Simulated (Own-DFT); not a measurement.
# Shaking the atoms of zincblende InP, 64 atoms (In32P32)

All numbers below are calculated, not measured. The program, named Own-DFT, is a retired in-house plane-wave density functional code that no person has reviewed. Each row is one single-point run on a periodic cell that was not relaxed, without spin or spin-orbit coupling.

Settings of every run: PBE; PseudoDojo norm-conserving scalar-relativistic files; cutoff 36 hartree; 3 x 3 x 3 k mesh centred on Gamma; Fermi-Dirac smearing of 0.1 eV.

Known limits: forces on such cells moved up to 12 meV/angstrom on a denser k mesh; stress not checked against mesh or cutoff.

Cell vectors in Å: (11.737, 0.000, 0.000); (0.000, 11.737, 0.000); (0.000, 0.000, 11.737). In each run every atom was moved at random and independently from its ideal site; u is the rms move along one axis. E is the free energy for each atom above the fitted value at u = 0, and F the rms of the force components.

```
run,u (Å),E (meV/atom),F (eV/Å),largest force (eV/Å),P (GPa)
1,0.0200,6.2,0.240,0.80,3.21
2,0.0213,?,?,?,?
3,0.0470,32.6,0.568,1.86,3.52
4,0.0470,34.5,0.603,2.01,3.56
5,0.0498,36.6,0.610,2.35,3.56
6,0.0929,139.0,1.454,10.15,4.87
7,0.0975,140.4,1.290,6.00,4.87
8,0.1460,331.0,2.339,10.28,7.29
9,0.1897,452.0,2.562,14.26,8.47
```

## Worked fit

For small independent moves the energy grows as E = (3/2) K u², with K the mean stiffness felt by one atom. The runs with u up to 0.11 Å give K = 10.2 ± 0.2 eV/Å², with residuals divided by u² + 0.0006 Å², since the noise grows with the moves. The scatter is 1.7 meV/atom at u = 0.05 Å. The forces follow F = G u with G = 13.1 eV/Å²; no force at u = 0 is resolved. G exceeds K because the moves of its neighbours add to the force on an atom, and stiffness differs between atoms. At u = 0.190 Å the parabola gives 548 meV/atom and the run 452. The pressure follows P = 3.11 + 193 u² GPa: at fixed volume, shortened bonds push harder than stretched ones pull.

## Withheld run

Question: what energy and rms force should run 2 give?

The fit gives 7 ± 1 meV/atom and about 0.28 eV/Å. The calculation gave 7.5 meV/atom and 0.269 eV/Å.
